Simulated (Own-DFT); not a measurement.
# Short bonds, stiff crystals?

Everything here is calculated. The program is Own-DFT (plane waves, in-house, since retired, never reviewed by a person); positions were held fixed, and spin and spin-orbit coupling were off.

Limits (not all hold for every row): forces on such cells moved up to 12 meV/angstrom on a denser k mesh; forces not confirmed at this smearing and k mesh; k mesh not checked against a denser one; forces on such cells passed a denser k mesh, each cell not checked; stress not checked against mesh or cutoff.

All runs are PBE with PseudoDojo norm-conserving files; cutoff and k mesh are each material's own. Every cell starts from measured lattice constants and was given uniform random strains and small random moves of its atoms. Each triple is the change of volume in per cent, the rms move u in Å and the pressure in GPa.

- 3C SiC (C48Si48), 10.36 Å³/atom unstrained: (-2.35, 0.051, 11.76); (-1.83, 0.050, 9.68); (-1.15, 0.050, 8.17); (-0.59, 0.046, 7.26); (-0.27, 0.049, 6.13); (0.58, 0.049, 4.27); (1.10, 0.051, 3.19)
- wurtzite GaN (Ga48N48), 11.42 Å³/atom unstrained: (-2.73, 0.054, 13.88); (-2.42, 0.049, 12.97); (-1.12, 0.047, 9.69); (0.51, 0.050, 6.86); (0.53, 0.049, 6.70); (1.39, 0.052, 5.19); (1.65, 0.055, 5.07)
- diamond silicon (Si64), 20.02 Å³/atom unstrained: withheld
- zincblende GaP (Ga32P32), 20.24 Å³/atom unstrained: (-2.69, 0.048, 6.12); (-1.67, 0.050, 5.17); (-0.82, 0.050, 4.15); (-0.54, 0.051, 4.19); (1.47, 0.048, 1.95); (2.22, 0.050, 1.46); (2.45, 0.049, 1.51)
- zincblende GaAs (As32Ga32), 22.58 Å³/atom unstrained: (-2.46, 0.049, 6.22); (-0.33, 0.050, 4.21); (-0.27, 0.051, 4.37); (1.21, 0.048, 3.18); (1.74, 0.048, 2.78); (1.95, 0.048, 2.64); (2.12, 0.054, 2.51)
- zincblende InP (In48P48), 25.27 Å³/atom unstrained: (-3.60, 0.051, 6.61); (-2.50, 0.054, 5.69); (-0.89, 0.053, 4.41); (0.78, 0.048, 2.99); (1.02, 0.053, 2.95); (3.27, 0.051, 1.54); (3.69, 0.052, 1.33)
- grey tin (Sn64), 34.15 Å³/atom unstrained: (-2.07, 0.052, 4.90); (-1.87, 0.049, 4.83); (-0.89, 0.045, 4.19); (0.21, 0.046, 3.54); (0.28, 0.051, 3.55); (1.00, 0.048, 3.22); (1.35, 0.048, 3.15)

## Analysis

Fit a line to each set against the fractional change of volume; B is minus its slope, and u is nearly the same within a set. To take it to zero pressure, assume that B rises by 4 GPa for each GPa: B0 = B - 4 x (mean pressure). The bond length of an ideal tetrahedral crystal with the unstrained volume v is d = (√3/4)(8 v)^(1/3). Cohen's empirical rule reads B0 = (1971 - 220 L) d^(-3.5) GPa, with L = 0 for group IV crystals and SiC and 1 for III-V compounds.

| material | L | d (Å) | B (GPa) | mean P (GPa) | B0 (GPa) | rule (GPa) |
|---|---|---|---|---|---|---|
| 3C SiC (C48Si48) | 0 | 1.888 | 239 ± 10 | 7.2 | 211 ± 10 | 213 |
| wurtzite GaN (Ga48N48) | 1 | 1.950 | 202 ± 8 | 8.6 | 168 ± 8 | 169 |
| diamond silicon (Si64) | 0 | 2.352 | ? | ? | ? | 99 |
| zincblende GaP (Ga32P32) | 1 | 2.360 | 93 ± 4 | 3.5 | 79 ± 4 | 87 |
| zincblende GaAs (As32Ga32) | 1 | 2.448 | 80 ± 3 | 3.7 | 65 ± 3 | 76 |
| zincblende InP (In48P48) | 1 | 2.541 | 73 ± 3 | 3.6 | 58 ± 3 | 67 |
| grey tin (Sn64) | 0 | 2.810 | 54 ± 3 | 3.9 | 38 ± 3 | 53 |

A line through ln[B0/(1971 - 220 L)] against ln d has a slope of -4.2 ± 0.1 and a scatter of 5 %. Against the rule, B0 stands at 99 % for 3C SiC, 99 % for wurtzite GaN, 91 % for zincblende GaP, 85 % for zincblende GaAs, 87 % for zincblende InP, 72 % for grey tin. PBE tends to make silicon and heavier crystals too soft, and the rule itself is only a guide.

## The run left out

Q: what B0 does the fitted trend give for diamond silicon (Si64)?

The straight line predicts 86 GPa. Its own runs give B = 95 ± 5 GPa at a mean pressure of 3.2 GPa, so B0 = 82 GPa.
